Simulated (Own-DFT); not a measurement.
# Which defects push the lattice out? zincblende GaAs

The numbers are computed, not measured, by runs of the plane-wave DFT program Own-DFT (in-house, retired, unreviewed) at fixed positions, with no spin and no spin-orbit coupling.

Method: PBE; PseudoDojo norm-conserving scalar-relativistic files; cutoff 42 hartree; 3 x 3 x 3 k mesh centred on Gamma; Fermi-Dirac smearing of 0.1 eV.

Limits (not all hold for every row): not probed for a lower state with spin; forces not confirmed at this smearing and k mesh; stress not checked against mesh or cutoff.

All runs share one cell, with vectors in Å (10.862, 0.000, 0.000); (0.000, 10.862, 0.000); (0.000, 0.000, 11.796) and a volume of 1391.7 Å³, strained against the parent crystal. u is the rms random offset of the atoms per axis. The defect's site can differ from row to row.

| cell | formula | u (Å) | P (GPa) |
|---|---|---|---|
| no defect | As32Ga32 | 0.0295 | 6.69 |
| no defect | As32Ga32 | 0.0306 | 6.65 |
| no defect | As32Ga32 | 0.0534 | 6.96 |
| one P on an As site | As31Ga32P | 0.0286 | 6.36 |
| one P on an As site | As31Ga32P | 0.0293 | 6.38 |
| one P on an As site | As31Ga32P | 0.0469 | 6.63 |
| one In on a Ga site | As32Ga31In | 0.0273 | 7.37 |
| one In on a Ga site | As32Ga31In | 0.0278 | 7.47 |
| one In on a Ga site | As32Ga31In | 0.0310 | 7.38 |
| one As vacancy and one Ga vacancy | As31Ga31 | 0.0301 | 6.00 |
| one As vacancy and one Ga vacancy | As31Ga31 | 0.0310 | ? |
| one As vacancy and one Ga vacancy | As31Ga31 | 0.0461 | 6.11 |
| one As vacancy and one Ga vacancy | As31Ga31 | 0.0554 | 6.40 |
| one Al on a Ga site | AlAs32Ga31 | 0.0291 | 6.64 |
| one Al on a Ga site | AlAs32Ga31 | 0.0487 | 6.90 |
| one Al on a Ga site | AlAs32Ga31 | 0.0519 | 7.00 |

## Worked fit

P = P0 + c u² + a shift for each defect gives P0 = 6.50 GPa, c = 174 ± 18 GPa/Å² and a scatter of 0.05 GPa. The shifts, and each times the cell's volume:

- one In on a Ga site: 0.77 ± 0.04 GPa, 6.7 eV
- one Al on a Ga site: 0.01 ± 0.04 GPa, 0.1 eV (not resolved)
- one P on an As site: -0.27 ± 0.04 GPa, -2.3 eV
- one As vacancy and one Ga vacancy: -0.68 ± 0.04 GPa, -5.9 eV

Positive is outwards. The product with the volume (160.2 GPa Å³ to the eV) is nearly free of the cell's size; divided by the bulk modulus at the cell's pressure it gives the volume that the defect adds. The atoms around the defects weren't relaxed, which would change these numbers.

## Withheld run

Q: what pressure belongs in the blank (one As vacancy and one Ga vacancy, u = 0.0310 Å)?

The fitted form gives 5.98 ± 0.06 GPa. DFT gave 6.04 GPa.
